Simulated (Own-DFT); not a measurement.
Hf₃₆O₇₁ (tetragonal hafnia with one neutral oxygen vacancy, atoms displaced) (calculated)

All values are calculated (Own-DFT development build). A calculation, not a measurement: plane-wave PBE and HSE06 DFT by an unreviewed code, no spin, of a simulated cell at Gamma alone, so results move with cell size and shape, stress positive in tension, energies less offsets, not probed for a lower state with spin; hafnium file: forces about 75 meV/angstrom off all-electron values; oxygen file: force components 24 meV/angstrom off all-electron in a glass; k mesh not checked against a denser one; forces and stress are PBE's, HSE06 gives the energy alone, and its difference from PBE has offsets of its own; offsets are fitted by least squares, one for each functional and potential file, so energies compare only between cells with the same atoms and settings and are not formation energies; the far tail of each file's local potential was reset to the Coulomb form; each entry is a single point on an unrelaxed cell, so the pressure reflects the starting lattice, taken from the Materials Project, from which strain is counted, and rises with the displacements; printed positions are rounded, which can move forces by about a meV/angstrom; the program is a retired in-house code; no spin-orbit coupling.

Settings shared by all entries: first functional PBE; second functional HSE06; exact exchange share 0.25; screening 0.11 1/bohr; exchange divergence Gygi-Baldereschi; potential files PseudoDojo norm-conserving, scalar-relativistic, made for PBE, standard set; wave cutoff 48 hartree; occupations fixed; k mesh 1 x 1 x 1 centred on Gamma.

(1) 
```xyz
107
Lattice="10.7800 0.0000 0.0000 0.0000 10.7800 0.0000 0.0000 0.0000 10.4493" Properties=species:S:1:pos:R:3:force_x:R:1:force_y:R:1:force_z:R:1 formula=Hf36O71 PBE_energy_of_cell_above_offsets=-97.733 HSE06_less_PBE_above_offsets=0.013 PBE_pressure=1.75 PBE_stress_xx=-1.14 PBE_stress_yy=-2.15 PBE_stress_zz=-1.97 PBE_stress_yz=-0.38 PBE_stress_xz=-0.33 PBE_stress_xy=-0.16
Hf     0.0080    10.7751    10.4231     -0.098      0.222      0.575
Hf     1.8064     1.8572     2.6407      0.011     -0.436     -1.054
O      0.0129     1.8164     1.5465      0.244     -0.205      1.343
O      1.7329     0.0006     3.6899      0.757      0.429     -0.348
O     10.7112     1.7698     4.2025      0.705       1.13     -0.715
O      1.7932    10.7157     0.9776      -0.16      0.384      0.919
Hf     0.0001     0.1109     5.1984      1.028      -3.22       0.92
Hf     1.7989     1.8477     7.7597      0.394     -0.573      1.739
O     10.7211     1.7665     6.7879      2.083      0.481     -0.844
O      1.8662     0.0229     8.8694     -0.452       0.92     -0.323
O     10.7446     1.7948     9.4680      0.084      0.499     -0.862
O      1.8380     0.0513     6.3218     -0.844       0.38     -1.139
Hf     0.0300     3.6431     0.0277     -0.838     -1.274     -0.728
Hf     1.8290     5.4433     2.5960      0.747      0.105      -0.28
O      0.0284     5.4069     1.6056     -0.001     -0.143      -0.89
O      1.7261     3.6539     3.6465      0.031     -1.155     -0.022
O     10.7794     5.4148     4.1369     -0.553     -1.909     -0.336
O      1.7864     3.5220     1.0208      0.476      0.714      0.522
Hf     0.0637     3.5248     5.2340     -0.982      2.754      0.044
Hf     1.8511     5.4265     7.8572     -1.212      0.549     -0.221
O      0.0734     5.3570     6.7658      -1.67      0.009      0.162
O      1.7950     3.5993     8.8022      0.138     -0.454      0.738
O      0.0047     5.3076     9.3327     -0.608      0.885      1.117
O      1.8068     3.6395     6.2743     -0.247     -1.773     -0.789
Hf     0.0165     7.1721    10.3944      1.113     -0.106     -0.143
Hf     1.7896     9.0009     2.6294       0.24     -0.354     -0.239
O      0.1295     8.9848     1.5612      -2.31     -0.228      0.708
O      1.7237     7.1135     3.6652      0.527      1.823     -1.045
O     10.7473     8.9948     4.2600     -0.477      0.319     -0.977
O      1.8165     7.1505     0.9541      0.366     -0.475      1.033
Hf     0.0209     7.1006     5.1305      0.384      1.111      2.448
Hf     1.7615     9.0477     7.8053      0.397     -1.402      0.775
O      0.0244     8.9251     6.7931     -1.278      0.948      0.814
O      1.7564     7.1489     8.8630     -0.802       0.79     -0.609
O      0.0922     8.9618     9.4357     -1.018      0.718     -0.372
O      1.7826     7.1793     6.1839      0.934      0.016     -0.165
Hf     3.5697     0.0356     0.0618      0.077      -0.51     -1.164
Hf     5.4242     1.7833     2.6334      0.101      0.295      -0.98
O      3.5392     1.7497     1.5256      0.195      0.092      1.232
O      5.4110     0.0219     3.6298     -0.662     -0.476      0.436
O      3.6502     1.8462     4.1465     -0.962     -0.941      0.423
O      5.3965     0.0131     1.0160     -0.636      0.236      0.106
Hf     3.5931    10.7597     5.2340       0.41     -0.531       0.01
Hf     5.3727     1.8215     7.8565      0.211      0.221      0.325
O      3.6175     1.8076     6.8300     -0.352      0.129     -0.344
O      5.4471     0.0867     8.8715     -0.801     -1.529     -0.269
O      3.6040     1.8469     9.4882      0.198     -0.295     -0.821
O      5.3935    10.7323     6.2793     -0.298      0.256     -0.324
Hf     3.5745     3.5896     0.0540      0.431      0.657     -0.941
Hf     5.4649     5.3394     2.6016     -0.847     -0.156      0.593
O      3.7335     5.3959     1.5633     -1.818     -0.552      0.455
O      5.3845     3.5953     3.6577     -0.097      0.232     -0.429
O      3.5262     5.4034     4.2252      0.337     -0.687     -0.563
O      5.3692     3.5018     1.0226      0.673      0.356     -0.035
Hf     3.5900     3.5780     5.2278       0.53       0.98      0.097
Hf     5.3929     5.4065     7.8649     -2.085      -0.51     -0.507
O      3.5197     5.3213     6.7808      2.437      0.492      0.098
O      5.4127     3.6185     8.8689      0.283      0.262     -0.155
O      3.5565     5.4749     9.3780      0.655     -1.376      0.511
O      5.3525     3.5877     6.2297      0.646      0.102      0.426
Hf     3.6989     7.2231     0.0246         -3     -0.232     -1.592
Hf     5.3231     8.9233     2.6378      1.169      1.926     -0.855
O      3.6063     9.0124     1.5473     -0.736     -0.083      0.951
O      5.3409     7.2085     3.5451     -0.161     -1.578      1.344
O      5.3279     7.1931     0.9820      2.787      0.134      0.747
Hf     3.6669     7.1491     5.1970     -2.256       0.91      0.297
Hf     5.4067     9.0002     7.8699     -1.047      0.622      0.085
O      3.5419     9.0013     6.8313      1.133      0.166     -1.016
O      5.4276     7.1725     8.8521      0.075      0.206      -0.37
O      3.4913     8.8982     9.3497      1.272      1.379      0.826
O      5.3669     7.2179     6.1786      0.621     -0.377       0.84
Hf     7.1236     0.0829    10.4063       0.58       -1.3      1.412
Hf     9.0088     1.7575     2.6392     -0.674      1.606     -2.095
O      7.2062     1.7608     1.5096      0.037      0.176      1.415
O      8.9608     0.0621     3.6188      0.076     -1.107      0.933
O      7.1451     1.8688     4.2362     -0.066     -1.768      -0.52
O      8.9827     0.0244     1.0220      0.291     -0.818      0.007
Hf     7.1749     0.0217     5.2671     -0.593     -0.136     -0.632
Hf     9.0102     1.7816     7.7188     -1.403      0.519      2.426
O      7.1700     1.8035     6.7996      0.071      0.001      0.081
O      8.9301     0.0267     8.8502      0.553      -0.45     -0.479
O      7.1561     1.7290     9.4260      0.035      2.868     -0.908
O      9.0331     0.0670     6.2216     -1.174     -0.413       0.33
Hf     7.1964     3.6715    10.3774      0.124     -3.165      1.479
Hf     9.0395     5.4322     2.5586     -0.602     -1.456      0.796
O      7.1530     5.4276     1.5836       1.09     -0.124     -0.246
O      8.9566     3.5354     3.6789      0.408      0.922     -0.698
O      7.2014     5.3320     4.2804     -0.401      0.717     -0.436
O      8.9775     3.6132     1.0184      0.037       0.68     -0.195
Hf     7.2178     3.5429     5.2899     -0.388      0.673     -0.724
Hf     8.9131     5.4128     7.8756      2.777     -0.436     -1.267
O      7.1486     5.4261     6.8190      0.165      0.058      0.637
O      8.9088     3.5875     8.8636     -0.657      0.224     -0.437
O      7.0940     5.4254     9.5198      0.486     -0.443     -2.164
O      9.0021     3.6034     6.2548      0.211     -0.208      0.337
Hf     7.1991     7.1564    10.3938     -0.457      3.028      1.921
Hf     8.9647     9.0289     2.6989     -0.573     -0.581      -1.49
O      7.0882     8.9294     1.6206      1.546     -0.101      0.333
O      8.9276     7.1307     3.6436     -0.099       1.17     -0.148
O      7.1535     9.0736     4.2069      0.816     -1.335       0.53
O      8.9819     7.2372     0.9747      0.297     -0.465      0.581
Hf     7.2076     7.1062     5.2843      0.868      1.079     -0.582
Hf     8.9758     9.0308     7.8828      0.543     -1.011     -0.908
O      7.1464     8.9423     6.8469      1.261       0.35     -0.299
O      9.0133     7.1605     8.9028     -0.571      0.522     -0.184
O      7.1152     8.9863     9.3787      0.482     -0.196       0.41
O      9.0045     7.1833     6.2971     -0.691     -0.381     -0.411
```

Units: PBE_energy_of_cell_above_offsets, HSE06_less_PBE_above_offsets in eV; PBE_pressure, PBE_stress_xx, PBE_stress_yy, PBE_stress_zz, PBE_stress_yz, PBE_stress_xz, PBE_stress_xy in GPa; force_x, force_y, force_z in eV/Å.

(2) 
```xyz
107
Lattice="10.7800 0.0000 0.0000 0.0000 10.7800 0.0000 0.0000 0.0000 10.4493" Properties=species:S:1:pos:R:3:force_x:R:1:force_y:R:1:force_z:R:1 formula=Hf36O71 PBE_energy_of_cell_above_offsets=-87.065 HSE06_less_PBE_above_offsets=0.645 PBE_pressure=5.19 PBE_stress_xx=-4.12 PBE_stress_yy=-6.05 PBE_stress_zz=-5.41 PBE_stress_yz=-0.32 PBE_stress_xz=0.69 PBE_stress_xy=-0.19
Hf    10.6636    10.7114    10.3419      3.339      2.076      1.156
Hf     1.6880     2.0033     2.5150      1.333     -4.164      0.949
O      0.0451     1.7947     1.5401     -1.213      0.664     -0.451
O      1.7743     0.1604     3.5441      0.312     -1.397      1.413
O     10.7598     1.8136     4.0368      0.893      1.069      0.721
O      1.8069    10.7134     1.1332     -0.519      0.301     -2.151
Hf    10.7726     0.0570     5.1517      1.276      2.608      2.431
Hf     1.7708     1.8226     7.7999     -2.366     -0.262      0.909
O     10.7135     1.9037     6.7706      1.304     -0.731      0.591
O      1.7623    10.7278     8.8931      0.565      1.693     -0.085
O      0.0907     1.8069     9.5471      0.261      0.081     -0.856
O      1.9136    10.7519     6.2358     -2.997      0.517      0.966
Hf    10.7132     3.6302     0.0162     -0.214     -0.925       -1.2
Hf     1.8729     5.3708     2.6451     -0.876        2.7     -1.938
O      0.0594     5.4722     1.6113     -1.196     -0.718     -0.065
O      1.7988     3.6184     3.6696      0.513      1.057      0.287
O     10.7076     5.3191     4.1316      0.323      2.256      1.009
O      1.7274     3.5883     0.9227     -0.028     -0.082      2.371
Hf     0.1561     3.6535     5.1650     -3.885     -2.444      0.938
Hf     1.7004     5.4018     7.8813      2.336      1.355     -0.283
O     10.6966     5.4285     6.8581     -0.204      1.062     -1.086
O      1.8417     3.6491     8.7841     -0.623     -1.367      0.736
O      0.0288     5.3918     9.4103     -0.555      0.047     -0.002
O      1.7098     3.6800     6.2912      2.016      0.409     -0.216
Hf    10.6142     7.1086     0.0019      7.124      1.052     -1.203
Hf     1.8095     9.0004     2.7408      1.461      3.142     -3.599
O      0.0174     9.0252     1.5455      -1.83     -0.205      1.675
O      1.6960     7.2414     3.5695     -0.362      -1.79      1.954
O     10.6738     9.1187     4.3105      -0.15     -4.096     -2.041
O      1.8116     7.1430     1.0061     -1.082      0.825     -0.888
Hf    10.7631     7.1608     5.2810      1.995     -0.058      0.608
Hf     1.8103     8.9935     7.9339      0.988     -0.934     -1.309
O      0.0550     9.1028     6.8000     -0.063     -1.499      0.059
O     10.6886     9.1008     9.3650      0.253     -3.941     -0.515
O      1.9620     7.1106     6.3176     -3.305     -0.125     -0.749
Hf     3.5645     0.0191     0.0168     -0.993     -1.193       0.32
Hf     5.4076     1.8054     2.5739     -0.455     -0.641      0.718
O      3.5568     1.6736     1.6473      0.419      1.398     -0.559
O      5.2516    10.6729     3.6603      2.055      1.058     -1.301
O      3.6169     1.8698     4.3394     -0.261      1.046     -0.819
O      5.4088     0.0091     0.8323       1.15      0.596       1.19
Hf     3.5115     0.1756     5.2565      2.775     -1.803     -1.054
Hf     5.3604     1.8031     7.7062     -0.397     -0.627      1.118
O      3.4860     1.9050     6.8732      1.294     -0.292     -1.023
O      5.3273    10.7599     8.8050      0.015      2.472      0.622
O      3.6149     1.9814     9.3797     -0.333     -4.298     -0.493
O      5.4024     0.0287     6.2785     -0.491      0.394     -1.061
Hf     3.4248     3.4631     0.0059      3.102      4.215     -0.265
Hf     5.3813     5.3729     2.6546     -1.895      -1.18     -0.847
O      3.5707     5.5259     1.5279      0.618     -1.078      1.922
O      5.3225     3.4601     3.7890      0.598      1.771     -1.704
O      3.7475     5.4306     4.2096     -1.242      0.434     -0.868
O      5.4318     3.6648     1.0879     -1.186     -1.478     -0.386
Hf     3.6059     3.7540     5.2522       0.96     -1.018      1.717
Hf     5.4872     5.2785     7.8277     -1.696      1.943     -0.508
O      3.6906     5.3706     6.8351      -0.87     -1.334      0.347
O      5.4103     3.5449     8.7451      0.258      0.705      1.439
O      3.4346     5.3895     9.4709      0.056     -0.053     -0.066
O      5.4637     3.5750     6.2867     -0.378      0.746     -0.934
Hf     3.5610     7.1910    10.4214      0.286     -0.071     -0.248
Hf     5.5457     8.8856     2.6201     -5.592      0.553     -0.086
O      3.6452     9.0847     1.5759      0.009     -0.626      0.829
O      5.4751     7.1273     3.6120      0.568      0.663      0.339
O      3.6990     8.9606     4.2439     -1.505      1.902     -1.739
O      5.4106     7.2625     0.9938      1.197      0.029      0.136
Hf     3.6377     7.3624     5.2224      0.842     -2.154      2.387
Hf     5.4064     9.0764     7.8663     -1.779     -2.137     -0.648
O      3.6327     8.9255     6.7527      -0.81      0.446      0.876
O      5.3735     7.1741     8.7577      0.201     -0.981      0.793
O      3.6035     8.9749     9.3133     -0.923      0.073      1.087
O      5.3414     7.1798     6.2782      3.006     -0.251      -1.76
Hf     7.3015    10.7697     0.0766     -2.656      0.274     -2.844
Hf     9.1096     1.8043     2.5683     -0.513      0.448      0.723
O      7.2257     1.7801     1.5724     -0.529     -0.203      -0.34
O      9.0544     0.1166     3.7963     -1.415      -2.11     -3.495
O      7.1471     1.7574     4.2227     -0.418     -0.726     -0.987
O      9.0084     0.1579     1.0063     -0.176     -1.234      1.658
Hf     7.1761    10.7034     5.1076     -0.477       2.17      2.758
Hf     8.7951     1.8019     7.8658      1.822     -1.577     -2.712
O      7.0958     1.8066     6.7813       1.63     -0.326     -0.702
O      8.9995    10.7413     8.8326     -1.046      0.696      0.408
O      7.2436     1.9513     9.2564     -1.097     -3.126       1.72
O      9.0528     0.0583     6.0886     -2.384     -0.287      1.377
Hf     7.2733     3.5145    10.4462      -2.26      0.875      0.137
Hf     8.7738     5.4538     2.7157      2.193     -3.983     -1.796
O      7.0495     5.3162     1.5823      2.871      1.328     -0.177
O      9.0067     3.4685     3.6182     -1.021      2.202     -0.752
O      7.2438     5.3051     4.1129     -0.476      1.618      0.404
O      8.9723     3.5345     1.0085      0.386      0.626      0.888
Hf     7.1765     3.5759     5.0862      1.003     -1.867      2.202
Hf     8.8708     5.3815     7.8248      3.732     -1.826      1.916
O      7.4134     5.3468     6.7656     -4.856      0.595     -1.809
O      9.0260     3.3990     8.9502      0.452       4.18     -0.135
O      7.1598     5.4095     9.4451      1.417     -0.386     -0.142
O      8.9886     3.6028     6.1578     -0.086      0.122      0.288
Hf     7.2646     7.1953     0.0284      -3.51      0.185     -1.625
Hf     9.0054     9.0770     2.7031      2.222      0.272      -0.48
O      7.1666     9.0618     1.6340       3.96      0.441     -1.381
O      8.9542     7.0855     3.6775      0.445      3.587      1.233
O      7.2004     8.8509     4.1636      0.819      2.823     -1.336
O      9.0774     7.2003     0.9966     -4.969     -0.027      2.568
Hf     7.2781     7.3136     5.2506     -3.261      -3.21      2.353
Hf     8.9946     8.7808     7.7786      0.584      8.964     -1.678
O      7.1222     9.0610     6.8247      1.858     -0.536     -2.046
O      8.9393     7.3162     8.7658      0.159     -6.779       5.18
O      7.0985     8.9181     9.3175      1.097      0.742      2.423
O      8.9361     7.3132     6.4348      1.069     -1.352     -3.411
```

Units: PBE_energy_of_cell_above_offsets, HSE06_less_PBE_above_offsets in eV; PBE_pressure, PBE_stress_xx, PBE_stress_yy, PBE_stress_zz, PBE_stress_yz, PBE_stress_xz, PBE_stress_xy in GPa; force_x, force_y, force_z in eV/Å.
